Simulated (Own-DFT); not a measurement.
Hf₃₆O₇₁ (tetragonal hafnia with one neutral oxygen vacancy, atoms displaced) (calculated)

Computed with Own-DFT development build. A calculation, not a measurement: plane-wave PBE and HSE06 DFT by an unreviewed code, no spin, of a simulated cell at Gamma alone, so results move with cell size and shape, stress positive in tension, energies less offsets, not probed for a lower state with spin; hafnium file: forces about 75 meV/angstrom off all-electron values; oxygen file: force components 24 meV/angstrom off all-electron in a glass; k mesh not checked against a denser one; forces and stress are PBE's, HSE06 gives the energy alone, and its difference from PBE has offsets of its own; offsets are fitted by least squares, one for each functional and potential file, so energies compare only between cells with the same atoms and settings and are not formation energies; the far tail of each file's local potential was reset to the Coulomb form; each entry is a single point on an unrelaxed cell, so the pressure reflects the starting lattice, taken from the Materials Project, from which strain is counted, and rises with the displacements; printed positions are rounded, which can move forces by about a meV/angstrom; the program is a retired in-house code; no spin-orbit coupling.

Settings shared by all entries: first functional PBE; second functional HSE06; exact exchange share 0.25; screening 0.11 1/bohr; exchange divergence Gygi-Baldereschi; potential files PseudoDojo norm-conserving, scalar-relativistic, made for PBE, standard set; wave cutoff 48 hartree; occupations fixed; k mesh 1 x 1 x 1 centred on Gamma.

(1) 
```xyz
107
Lattice="10.7800 0.0000 0.0000 0.0000 10.7800 0.0000 0.0000 0.0000 10.4493" Properties=species:S:1:pos:R:3:force_x:R:1:force_y:R:1:force_z:R:1 formula=Hf36O71 PBE_energy_of_cell_above_offsets=-87.310 HSE06_less_PBE_above_offsets=0.608 PBE_pressure=5.67 PBE_stress_xx=-6.91 PBE_stress_yy=-4.24 PBE_stress_zz=-5.84 PBE_stress_yz=-0.46 PBE_stress_xz=0.25 PBE_stress_xy=-0.19
Hf     0.1206    10.6143     0.0894     -3.592      -0.09     -2.144
Hf     1.7659     1.6209     2.4557      1.962       2.92      5.198
O      0.0690     1.7133     1.7162      -3.38      0.695     -2.574
O      1.7351    10.7589     3.6661       0.65     -0.233     -0.124
O      0.0283     1.7916     4.2172     -0.808     -0.789      0.316
O      1.7372     0.0024     1.1098      1.806     -0.339      0.105
Hf     0.0043    10.7737     5.1755     -1.176      0.079      0.385
Hf     1.8219     1.7044     7.8216      -3.09      2.194      1.413
O     10.6289     1.7099     6.9277       2.88      1.337     -0.789
O      1.7404    10.7462     8.9592      0.341     -0.464      0.482
O      0.0281     1.7746     9.4867     -0.287     -0.034      1.075
O      1.7034     0.0142     6.3918      0.685     -0.419     -1.079
Hf    10.6374     3.5423    10.4202      4.441      0.735     -1.418
Hf     1.9097     5.4030     2.5145     -3.423     -2.716      1.993
O      0.0143     5.3182     1.7101      1.775     -0.544     -3.173
O      1.7648     3.5117     3.7128      0.267      0.441     -1.279
O      0.0457     5.3732     4.1310      0.093      0.179      1.664
O      1.8349     3.6571     1.0096      0.017     -0.458     -0.321
Hf    10.7659     3.5535     5.2059      1.164      0.811     -0.417
Hf     1.8493     5.3164     7.7252      0.029      0.575      1.712
O      0.0244     5.3940     6.7725     -0.987     -0.009      0.021
O      1.7202     3.7567     8.8209      0.349     -2.411      0.705
O     10.7721     5.3733     9.3275     -1.593     -0.552      1.022
O      1.7975     3.6086     6.3847      0.367     -0.136     -1.512
Hf     0.0147     7.1174    10.3496     -0.278      1.373      0.515
Hf     1.8533     8.8430     2.6873     -1.922      2.669     -0.952
O     10.6818     8.9054     1.4538      1.686      1.745     -0.436
O      1.8127     7.1730     3.5166      1.043     -2.377      3.195
O      0.0443     8.9428     4.0476      0.016      0.597      1.855
O      1.6996     7.1067     1.1066      1.215      0.227     -0.712
Hf    10.7692     7.1573     5.3243     -3.889      -0.76     -2.848
Hf     1.7640     9.0256     7.7836      1.533     -1.199      1.829
O      0.0305     9.0847     6.9726     -1.262     -0.806         -1
O      1.7931     7.1056     8.9813     -0.846      1.398     -1.477
O      1.7364     7.2668     6.2485      0.341      0.037      1.023
Hf     3.4693     0.0124     0.0385       2.04     -0.427      -1.04
Hf     5.3571     1.8574     2.5590      2.148      -2.53      0.708
O      3.6146     1.7620     1.6196     -0.553      0.327     -1.086
O      5.4246     0.0020     3.7556     -1.713      0.028      -2.96
O      3.5544     1.7775     4.3515      0.836      0.541     -1.471
O      5.2946    10.7757     0.9015      0.466      -0.57      0.886
Hf     3.5780     0.0124     5.2131     -0.006     -0.657      0.173
Hf     5.3640     1.7502     7.8143      0.768      0.749     -0.806
O      3.4301     1.6979     6.8208      2.912     -0.199     -0.169
O      5.4227     0.1013     8.8496     -1.591      -1.84     -0.141
O      3.4693     1.9264     9.4532     -0.119     -1.628      0.207
O      5.3901    10.7744     6.1567     -2.116      0.409      2.655
Hf     3.7001     3.5858     0.0925      -1.95       1.01     -1.566
Hf     5.3922     5.4071     2.6001      2.407     -0.853     -0.158
O      3.6146     5.4279     1.7011      1.821     -0.349     -2.675
O      5.5132     3.5441     3.5091     -0.413      0.798      1.279
O      3.6909     5.3192     4.2560      -0.95     -0.052      -0.52
O      5.5199     3.5315     0.9757     -1.456      0.561     -0.257
Hf     3.6641     3.5679     5.3001     -3.782     -0.301     -1.376
Hf     5.3436     5.3401     7.8816      1.591      3.318     -1.082
O      3.7454     5.5209     6.7886     -3.593     -0.611     -0.745
O      5.3817     3.5447     8.7842      0.282      0.527      1.675
O      3.5832     5.5151     9.3320      0.948     -2.691      1.254
O      5.2461     3.5522     6.3044      2.674     -0.308     -0.009
Hf     3.6743     7.1797    10.4101     -0.743     -0.425     -0.449
Hf     5.3843     8.9682     2.5107       1.01      0.922       2.23
O      3.5404     8.9969     1.6236      0.873      -0.19     -0.672
O      5.2985     7.0610     3.5168      0.026        3.9      0.881
O      3.5395     8.9832     4.2244     -0.503     -0.902     -0.571
O      5.5026     7.0809     0.9786     -4.347      1.368      1.545
Hf     3.3322     7.0819     5.1664      5.108      1.107      0.396
Hf     5.2944     9.1191     7.7823      3.196     -3.033      0.338
O      3.6783     8.9798     6.7497      -3.01      0.477      0.078
O      5.3942     7.2061     8.8359     -0.759      0.492      0.446
O      3.5638     8.9031     9.5076      0.054      2.627     -0.742
O      5.3878     7.1571     6.3279      -1.11      0.125     -1.965
Hf     7.2421    10.6217    10.3906     -2.295      2.452     -0.248
Hf     8.9848     1.8066     2.4626     -1.531     -1.921      2.079
O      7.1693     1.8467     1.5402      -0.05      0.219      0.655
O      8.7451    10.7643     3.5498      2.131      1.591     -0.535
O      7.0910     1.6991     4.3735      0.308      5.594      -3.56
O      8.8053     0.0655     1.0076      4.383      0.494      0.642
Hf     7.0673     0.0792     5.1864      3.117     -4.157      1.772
Hf     8.9122     1.8580     7.8269     -0.967     -2.333     -0.879
O      7.1228     1.8406     6.8236     -0.022      0.084     -0.065
O      8.9631     0.0111     8.9075      0.209      0.344        0.3
O      7.0757     1.7183     9.2639      1.231      1.809      1.664
O      9.0347     0.0944     6.2672      -1.09     -1.038     -0.513
Hf     7.2039     3.6249    10.2660     -1.073     -1.187      1.035
Hf     9.1572     5.2763     2.5735     -3.213      4.059      1.603
O      7.1657     5.5679     1.6026      1.214     -1.903      0.854
O      9.0018     3.6528     3.6816     -0.882     -2.151     -0.524
O      7.0718     5.4861     4.2803     -0.112     -3.619     -2.724
O      8.9649     3.5768     0.9588      -0.98      -0.11      1.006
Hf     7.1795     3.6242     5.0905     -0.567      0.189      1.722
Hf     8.9922     5.3388     7.8829     -0.073      3.268     -2.305
O      7.1560     5.3693     6.6566      0.494     -0.809      2.681
O      9.0039     3.6125     8.8836     -0.799     -0.086      0.402
O      7.1293     5.5763     9.5437      0.533     -4.736     -2.492
O      8.8737     3.5694     6.1474      1.659     -0.009      1.364
Hf     7.1687     7.1874     0.1149      3.142       1.52     -0.903
Hf     8.9647     8.9638     2.5576      0.311     -1.269      2.051
O      7.2217     9.0855     1.5789     -2.072     -0.616     -0.237
O      9.0784     7.1478     3.6218     -0.457      -0.05     -0.434
O      7.1636     9.1279     4.2337     -0.645     -3.817     -1.157
O      8.9778     7.2194     1.1141      0.551     -0.528     -1.459
Hf     7.0498     7.1161     5.1898      0.727      4.226      2.628
Hf     9.0102     9.0842     7.9371     -2.191     -1.564     -1.996
O      7.1157     8.8100     6.8275      0.807      1.658      1.396
O      8.9318     7.2291     8.8738      1.277     -0.629     -0.321
O      7.1498     8.9515     9.4717      0.252     -0.205     -0.815
O      9.0010     7.1993     6.1695      0.099     -0.166      0.764
```

Units: PBE_energy_of_cell_above_offsets, HSE06_less_PBE_above_offsets in eV; PBE_pressure, PBE_stress_xx, PBE_stress_yy, PBE_stress_zz, PBE_stress_yz, PBE_stress_xz, PBE_stress_xy in GPa; force_x, force_y, force_z in eV/Å.

(2) 
```xyz
107
Lattice="10.7800 0.0000 0.0000 0.0000 10.7800 0.0000 0.0000 0.0000 10.4493" Properties=species:S:1:pos:R:3:force_x:R:1:force_y:R:1:force_z:R:1 formula=Hf36O71 PBE_energy_of_cell_above_offsets=-82.941 HSE06_less_PBE_above_offsets=0.785 PBE_pressure=6.39 PBE_stress_xx=-8.23 PBE_stress_yy=-4.04 PBE_stress_zz=-6.9 PBE_stress_yz=-0.96 PBE_stress_xz=-1.39 PBE_stress_xy=-0.14
Hf    10.7254     0.0454    10.3766      3.102      0.139      0.305
Hf     1.9086     1.7912     2.5935     -2.122      0.907     -1.528
O     10.7730     1.8585     1.5279       -0.5     -0.524      1.001
O      1.7407    10.7600     3.6432     -0.375      2.847      2.686
O     10.7335     1.8710     4.2340      0.604     -2.328     -0.853
O      1.8065    10.6375     1.1134      0.474      2.681     -0.859
Hf     0.0942    10.7619     5.2751      -2.54      -0.44      -0.36
Hf     1.9177     1.7782     7.8030     -2.458      0.748       3.19
O     10.7651     1.8187     6.9069      0.537     -1.302     -0.721
O      1.7182    10.6632     8.8752      0.858      5.589      1.423
O     10.7573     1.9795     9.3591      -0.11     -2.804      0.826
O      1.7333     0.0048     6.3831      2.601      1.463     -1.851
Hf    10.7146     3.6338    10.4441      2.412      1.603     -1.534
Hf     1.7625     5.3052     2.5503     -1.887      4.934      0.396
O     10.6417     5.3194     1.7208      1.983      -0.02     -2.321
O      1.8091     3.7045     3.6038      0.764     -3.704      1.961
O      0.0257     5.4065     4.0786     -0.894      0.341      2.283
O      1.8145     3.4115     1.0267     -0.933      0.172      0.321
Hf     0.1067     3.6199     5.1326     -5.261      1.426     -0.086
Hf     1.9492     5.3860     7.6881     -3.626      2.333      4.479
O      0.1359     5.3771     6.8691     -2.196      0.103     -1.216
O      1.8102     3.6130     8.8602      0.396     -0.454     -1.395
O     10.7251     5.4811     9.4751     -0.327     -1.449      1.313
O      1.6276     3.6535     6.1910      5.664     -1.507      1.867
Hf     0.0375     7.2381     0.0678      2.077      0.074     -0.843
Hf     1.8118     9.1111     2.6474     -0.129      -5.09       -2.2
O      0.0206     8.9904     1.4187     -1.405      0.743      1.978
O      1.7661     7.2430     3.5820      0.186     -0.921      0.897
O     10.6774     8.9560     4.0549      0.329      1.517      1.949
O      1.8775     7.2015     1.1734     -1.881     -0.181     -2.336
Hf    10.6539     7.1723     5.2292      6.092      0.297     -1.472
Hf     1.7375     9.0986     7.8467      0.316     -5.718      0.751
O      0.0672     9.0363     6.9175     -3.916      0.928     -2.157
O      1.6478     7.1425     8.7840      0.606      0.852      1.254
O      0.1007     9.0913     9.4669     -1.686     -1.644      -0.56
O      1.7165     7.2775     6.4269      0.894     -1.297     -3.373
Hf     3.7432     0.0040     0.0703     -4.311     -0.345     -1.335
Hf     5.2819     1.7495     2.6562      3.277      1.705     -0.064
O      3.6664     1.8384     1.6968     -1.524     -0.829     -2.253
O      5.2588    10.6626     3.4778      0.737      1.716      1.454
O      3.5239     1.7399     4.0410       0.07      1.245      2.545
O      5.3335    10.7474     1.0192      2.932      0.217      1.053
Hf     3.5392     0.0815     5.1317      0.945     -3.916      0.215
Hf     5.3674     1.7809     7.9030      4.216      2.018      1.688
O      3.8214     1.9156     6.9157     -5.948     -0.063     -3.746
O      5.4657     0.0482     8.7755      -1.17     -2.601      1.007
O      3.5630     1.8424     9.4511      0.127     -1.574      0.156
O      5.4387     0.0160     6.2413     -1.327     -0.532     -0.817
Hf     3.6057     3.7155     0.0463     -0.522      0.349       -1.3
Hf     5.4486     5.3989     2.5573     -0.844     -1.862     -0.726
O      3.3322     5.3266     1.5406      5.144     -0.661     -0.447
O      5.2828     3.7451     3.6009      0.192     -2.292      0.314
O      3.6689     5.4767     4.2486     -1.109     -2.838     -0.214
O      5.3537     3.6148     0.9946      1.366      0.605      0.667
Hf     3.4891     3.6152     5.3408      2.672      1.827     -1.976
Hf     5.4613     5.3717     7.9133     -0.545     -1.318      0.736
O      3.5937     5.3136     6.7150      2.728     -0.551     -0.961
O      5.3029     3.6312     8.9102      0.655     -0.686      -1.17
O      3.5723     5.4066     9.4290      0.277      0.772     -0.652
O      5.5275     3.4863     6.1795     -2.616      0.607      0.303
Hf     3.6853     7.3747     0.0222     -6.144     -7.278      1.055
Hf     5.5211     8.8417     2.5690     -4.368      0.485      1.744
O      3.5480     8.9519     1.4871      1.669      1.099      2.178
O      5.3036     7.0673     3.7110      1.248      1.971      -0.67
O      3.5403     9.0369     4.0695      0.441      0.296      2.282
O      5.2076     7.2842     1.0801      6.197     -1.365      2.303
Hf     3.7271     7.1088     5.2351     -3.968      2.696     -0.272
Hf     5.4171     8.9548     7.8274     -0.513      0.188     -0.292
O      3.4604     8.9084     6.8977      3.987      0.935     -0.429
O      5.3740     7.0652     8.9541      0.537      2.825     -0.206
O      3.5178     8.9113     9.6585      0.577      6.916     -5.566
O      5.4225     7.1778     6.2943      0.875      0.767      0.512
Hf     7.3028    10.7800     0.2522     -4.087      1.009     -3.872
Hf     9.0894     1.8609     2.6412     -1.115      0.198      1.467
O      7.1069     1.7820     1.5277       1.41     -0.295       0.88
O      8.9397    10.7737     3.6743     -0.036      1.658     -0.789
O      7.3079     1.9355     4.1014     -1.872     -2.904      0.395
O      8.9924    10.7756     0.9735      2.066      0.122      3.002
Hf     7.1600     0.0070     5.2215      0.895       0.12     -0.806
Hf     8.8928     1.7579     7.8961      2.499      1.928     -0.466
O      7.2632     1.8483     6.8421     -1.558      -0.39     -0.699
O      8.9960    10.7759     8.9681      0.192       0.71      0.053
O      7.2143     1.7300     9.4804      0.746     -0.505     -0.761
O      8.8540    10.7190     6.2573      1.228      -0.64      0.564
Hf     7.4388     3.4587    10.4336     -7.161      2.073     -2.549
Hf     9.0296     5.5023     2.7398     -0.568     -1.268     -0.253
O      7.3852     5.2834     1.5810     -3.374      1.631      0.247
O      8.9529     3.5724     3.7929      0.694      1.086     -2.999
O      7.1726     5.4560     4.1738      0.223     -0.927     -0.025
O      8.9300     3.7452     0.8791      4.775     -1.608      4.293
Hf     7.2015     3.5639     5.1704      1.962      0.794      1.113
Hf     8.9856     5.4235     7.7610      2.164     -1.691      0.651
O      7.1629     5.4056     6.8756      0.316      0.426     -1.953
O      9.0216     3.6749     8.8665     -1.111     -1.652     -0.256
O      7.2664     5.4211     9.3517     -0.906     -0.154      1.216
O      9.0817     3.6010     6.2138     -1.125      0.549       0.13
Hf     7.1119     7.1770     0.0117      1.843     -1.355     -1.064
Hf     8.9230     9.1090     2.5688      3.287     -1.948      0.196
O      7.1486     9.0344     1.5510      0.698      0.153     -1.095
O      9.0097     7.2845     3.5501     -0.678     -0.116      1.374
O      7.1640     8.9507     4.0320      -0.38     -0.072      1.829
O      8.9189     7.3284     1.0038     -0.525     -0.235     -0.626
Hf     7.2125     7.0919     5.2308      0.005      1.484      0.614
Hf     8.9239     9.0776     7.9767      0.826     -1.998     -1.455
O      9.0066     7.1082     8.7037     -0.483      3.724      1.287
O      7.2356     9.0318     9.4449     -0.521     -0.903     -0.203
O      9.0839     7.1290     6.2353     -3.934       0.15      0.223
```

Units: PBE_energy_of_cell_above_offsets, HSE06_less_PBE_above_offsets in eV; PBE_pressure, PBE_stress_xx, PBE_stress_yy, PBE_stress_zz, PBE_stress_yz, PBE_stress_xz, PBE_stress_xy in GPa; force_x, force_y, force_z in eV/Å.
